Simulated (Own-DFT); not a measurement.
# Strain and stress in wurtzite AlN, 72 atoms (Al36N36)

All numbers below are calculated, not measured. They come from Own-DFT, an in-house plane-wave density functional program, since retired, whose code no person has reviewed. Each row is one single-point run on a periodic cell that was not relaxed, without spin or spin-orbit coupling.

Settings of every run: PBE; PseudoDojo norm-conserving scalar-relativistic files; cutoff 42 hartree; 3 x 3 x 2 k mesh centred on Gamma; Fermi-Dirac smearing of 0.1 eV.

Known limits: forces on such cells moved up to 12 meV/angstrom on a denser k mesh; stress not checked against mesh or cutoff.

Unstrained cell vectors in Å: (9.336, 0.000, 0.000); (-4.668, 8.085, 0.000); (0.000, 0.000, 9.964). The unstrained cell has measured lattice constants (interpolated for alloys), not those of this functional. That, the random moves and any unrelaxed bonds set the pressure at no strain. Each run strains this cell uniformly, with the atoms carried along. Every atom was also moved at random, by a Gaussian of width 0.05 Å on each axis. Strain is the symmetric tensor, in per cent. Stress is positive in tension, and the pressure is minus a third of its trace.

```
run  e_xx (%)  e_yy (%)  e_zz (%)  s_xx (GPa)  s_yy (GPa)  s_zz (GPa)  P (GPa)  E (meV/atom)
  1      1.50      1.50      0.00        1.92        0.88       -0.65    -0.72           2.0
  2     -2.50     -2.50      0.00      -23.05      -20.80       -9.72    17.86          53.1
  3     -2.75     -2.75      0.00      -22.98      -24.60      -12.74    20.10          81.1
  4     -0.25     -0.25      0.00       -7.09       -7.54       -5.06     6.56           5.2
  5      2.00      2.00      0.00        5.83        5.49       -5.26    -2.02           6.1
  6     -0.75     -0.75      0.00       -8.57      -11.77       -5.12     8.49           3.6
  7     -1.25     -1.25      0.00      -15.82      -14.60       -5.68    12.03          39.9
  8      2.75      2.75      0.00        9.60        8.55       -3.38    -4.92           0.0
  9      2.25      2.25      0.00           ?           ?           ?        ?             ?
```

E is the free energy for each atom above the lowest run shown.

## Worked fit

The change of volume is close to e_xx + e_yy + e_zz. A straight line through the runs shown gives P = 6.56 - 224 x (fractional change of volume) GPa, with an error of 10 on the slope and a scatter of 1.06 GPa. The strain isn't the same on all axes and the cell isn't cubic, so the slope belongs to this path and is not the bulk modulus.

## Withheld run

Question: what pressure should run 9 give? Its volume changes by 4.55 %.

The line gives -3.6 GPa. The calculation gave -3.44 GPa.
